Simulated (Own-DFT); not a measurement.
# How strain changes the stress of wurtzite AlGaN with randomly placed atoms, 128 atoms (Al48Ga16N64)

These are calculations, not measurements. The program, named Own-DFT, is a retired in-house plane-wave density functional code that no person has reviewed. Each row is one single-point run on a periodic cell that was not relaxed, without spin or spin-orbit coupling.

Settings of every run: PBE; PseudoDojo norm-conserving scalar-relativistic files (stringent for Ga); cutoff 96 hartree; 3 x 3 x 3 k mesh centred on Gamma; Gaussian smearing of 0.01 eV.

Known limits: k mesh not checked against a denser one; stress not checked against mesh or cutoff.

Unstrained cell vectors in Å: (12.525, 0.000, 0.000); (-6.263, 10.847, 0.000); (0.000, 0.000, 10.066). The unstrained cell has measured lattice constants (interpolated for alloys), not those of this functional. That, the random moves and any unrelaxed bonds set the pressure at no strain. Each run strains this cell uniformly, with the atoms carried along. Every atom was also moved at random, by a Gaussian of width 0.05 Å on each axis. The random placing of the alloy's atoms differs from row to row. Strain is the symmetric tensor, in per cent. Stress is positive in tension, and the pressure is minus a third of its trace.

| run | e_xx (%) | e_yy (%) | e_zz (%) | s_xx (GPa) | s_yy (GPa) | s_zz (GPa) | P (GPa) | E (meV/atom) |
|---|---|---|---|---|---|---|---|---|
| 1 | -2.00 | -2.00 | 0.00 | -17.49 | -19.00 | -10.35 | 15.61 | 34.2 |
| 2 | -1.50 | -1.50 | 0.00 | -16.62 | -15.66 | -7.19 | 13.15 | 23.2 |
| 3 | -0.50 | -0.50 | 0.00 | -8.93 | -10.11 | -6.20 | 8.41 | 7.5 |
| 4 | 0.25 | 0.25 | 0.00 | -4.50 | -5.27 | -6.74 | 5.50 | 9.8 |
| 5 | 3.00 | 3.00 | 0.00 | 8.77 | 7.63 | -3.45 | -4.32 | 19.5 |
| 6 | 0.50 | 0.50 | 0.00 | -3.33 | -4.82 | -3.78 | 3.97 | 0.0 |
| 7 | 2.00 | 2.00 | 0.00 | 3.64 | 3.40 | -2.57 | -1.49 | 3.0 |
| 8 | -1.00 | -1.00 | 0.00 | -11.78 | -12.83 | -7.44 | 10.68 | 15.0 |
| 9 | 2.75 | 2.75 | 0.00 | ? | ? | ? | ? | ? |

E is the free energy for each atom above the lowest run shown.

## Worked fit

The change of volume is close to e_xx + e_yy + e_zz. A straight line through the runs shown gives P = 6.87 - 200 x (fractional change of volume) GPa, with an error of 8 on the slope and a scatter of 0.71 GPa. The strain isn't the same on all axes and the cell isn't cubic, so the slope belongs to this path and is not the bulk modulus.

## Withheld run

Question: what pressure should run 9 give? Its volume changes by 5.58 %.

The line gives -4.3 GPa. The calculation gave -4.01 GPa.
